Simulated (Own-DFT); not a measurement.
# How strain changes the stress of grey tin, 64 atoms (Sn64)

The numbers are computed, not measured, by runs of the plane-wave DFT program Own-DFT (in-house, retired, unreviewed) at fixed positions, with no spin and no spin-orbit coupling.

All runs used: PBE; PseudoDojo norm-conserving scalar-relativistic files; cutoff 42 hartree; 3 x 3 x 3 k mesh centred on Gamma; cold (Marzari-Vanderbilt) smearing of 0.2 eV.

Known weak points: forces on such cells moved up to 12 meV/angstrom on a denser k mesh; stress not checked against mesh or cutoff.

Unstrained cell vectors in Å: (12.978, 0.000, 0.000); (0.000, 12.978, 0.000); (0.000, 0.000, 12.978). The unstrained cell has measured lattice constants (interpolated for alloys), not those of this functional. That, the random moves and any unrelaxed bonds set the pressure at no strain. The cell is deformed uniformly in each run, and the atoms keep their fractional places. Each coordinate of each atom was shifted by a normal deviate of width 0.05 Å. Strain is the symmetric tensor, in per cent. Stress is positive in tension, and the pressure is minus a third of its trace.

| run | e_xx (%) | e_yy (%) | e_zz (%) | e_yz (%) | e_xz (%) | e_xy (%) | s_xx (GPa) | s_yy (GPa) | s_zz (GPa) | s_yz (GPa) | s_xz (GPa) | s_xy (GPa) | P (GPa) | E (meV/atom) |
|---|---|---|---|---|---|---|---|---|---|---|---|---|---|---|
| 1 | -0.28 | -1.85 | -0.93 | -1.96 | 1.93 | 1.13 | -5.51 | -5.85 | -5.61 | -2.45 | 2.48 | 2.23 | 5.66 | 49.9 |
| 2 | 1.02 | -1.03 | 1.40 | 1.80 | 0.78 | 1.62 | -2.95 | -3.52 | -2.86 | 1.85 | 0.34 | 2.02 | 3.11 | 1.0 |
| 3 | -1.25 | 1.75 | -1.12 | -1.41 | 0.68 | -1.39 | -4.44 | -3.55 | -4.34 | -1.44 | 0.87 | -1.26 | 4.11 | 14.8 |
| 4 | -1.89 | 1.16 | 1.54 | -1.09 | 1.65 | 1.98 | -4.25 | -3.46 | -3.36 | -1.82 | 2.71 | 2.77 | 3.69 | 29.5 |
| 5 | -1.08 | -1.36 | -0.97 | 0.21 | 1.25 | -1.89 | -5.95 | -6.07 | -5.79 | 0.34 | 0.74 | -3.35 | 5.94 | 61.8 |
| 6 | -1.44 | 1.62 | 1.55 | -1.87 | 0.01 | -1.02 | -3.50 | -2.67 | -2.67 | -2.05 | 0.06 | -1.16 | 2.95 | 0.0 |
| 7 | 1.08 | -0.15 | -0.34 | 1.13 | 1.66 | -0.77 | -3.33 | -3.62 | -3.79 | 1.47 | 2.55 | -0.90 | 3.58 | 12.8 |
| 8 | 1.50 | -0.16 | -1.73 | 0.38 | -1.65 | -0.07 | -3.50 | -3.98 | -4.31 | 0.84 | -1.63 | -0.35 | 3.93 | 8.0 |
| 9 | 0.03 | -1.23 | 0.96 | -1.92 | -1.76 | 0.61 | -3.92 | -4.30 | -3.71 | -2.17 | -1.78 | 0.48 | 3.97 | 14.4 |
| 10 | 0.31 | -1.10 | 0.58 | -1.88 | -0.25 | -0.82 | -3.84 | -4.24 | -3.71 | -1.85 | -0.59 | -0.83 | 3.93 | 14.1 |
| 11 | -1.36 | -1.51 | -0.33 | 0.30 | 1.08 | -0.47 | -5.59 | -5.65 | -5.31 | 0.85 | 0.83 | -0.48 | 5.51 | 36.4 |
| 12 | 1.21 | -1.85 | 1.25 | -1.58 | -1.67 | -1.14 | -3.31 | -4.05 | -3.26 | -1.97 | -1.79 | -1.34 | 3.54 | 11.3 |
| 13 | -1.03 | -0.09 | -0.55 | -1.29 | -1.57 | 0.10 | -4.87 | -4.62 | -4.78 | -2.07 | -1.61 | 0.58 | 4.76 | 27.2 |
| 14 | -1.42 | -0.05 | -0.05 | -1.92 | 1.15 | -1.28 | -4.92 | -4.57 | -4.60 | -2.09 | 1.66 | -0.96 | 4.70 | 29.1 |
| 15 | 0.00 | -0.38 | 0.98 | -1.51 | 1.77 | 1.12 | -3.52 | -3.58 | -3.25 | -1.47 | 2.28 | 1.17 | 3.45 | 1.4 |
| 16 | -1.85 | 0.99 | -1.69 | -0.47 | 1.40 | 0.47 | -5.40 | -4.59 | -5.34 | -0.09 | 1.85 | 0.29 | 5.11 | 27.6 |
| 17 | -0.63 | -1.00 | 1.07 | 1.53 | 0.60 | 0.52 | ? | ? | ? | ? | ? | ? | ? | ? |

E is the free energy for each atom above the lowest run shown.

## Working it out

Least squares on the runs shown: each stress against a constant and the strains, taken as fractions with shears doubled. Shear strains stay in the fit of a normal stress only where such slopes are resolved. The slopes, in GPa:

| stress | at no strain | per e_xx | per e_yy | per e_zz | scatter |
|---|---|---|---|---|---|
| s_xx | -3.8 | 77 ± 3 | 49 ± 3 | 43 ± 3 | 0.12 |
| s_yy | -3.8 | 50 ± 3 | 76 ± 3 | 42 ± 3 | 0.12 |
| s_zz | -3.8 | 49 ± 3 | 47 ± 3 | 68 ± 3 | 0.12 |

The slope of each shear stress on twice its own strain, from a fit on all six strains: yz 58 ± 4, xz 60 ± 4, xy 65 ± 6 GPa. These are stiffnesses along x, y and z of the frame in which the cell vectors are given, which need not be the crystal's axes. The atoms are held to the strained lattice; where symmetry lets them move under strain, relaxing them would lower some slopes. Symmetry asks for nearly equal slopes across the diagonal; the mismatch is a measure of noise. A ninth of the table's sum, 56 ± 2 GPa, estimates the bulk modulus near the mean pressure of these runs, 4.2 GPa, so it lies above the value at zero pressure.

## Check

The question: what normal stresses and pressure should run 17 give?

Estimate: s_xx = -4.4, s_yy = -4.5, s_zz = -3.9 and P = 4.2 GPa. The run itself gave -4.10, -4.22, -3.59 and P = 3.97 GPa.
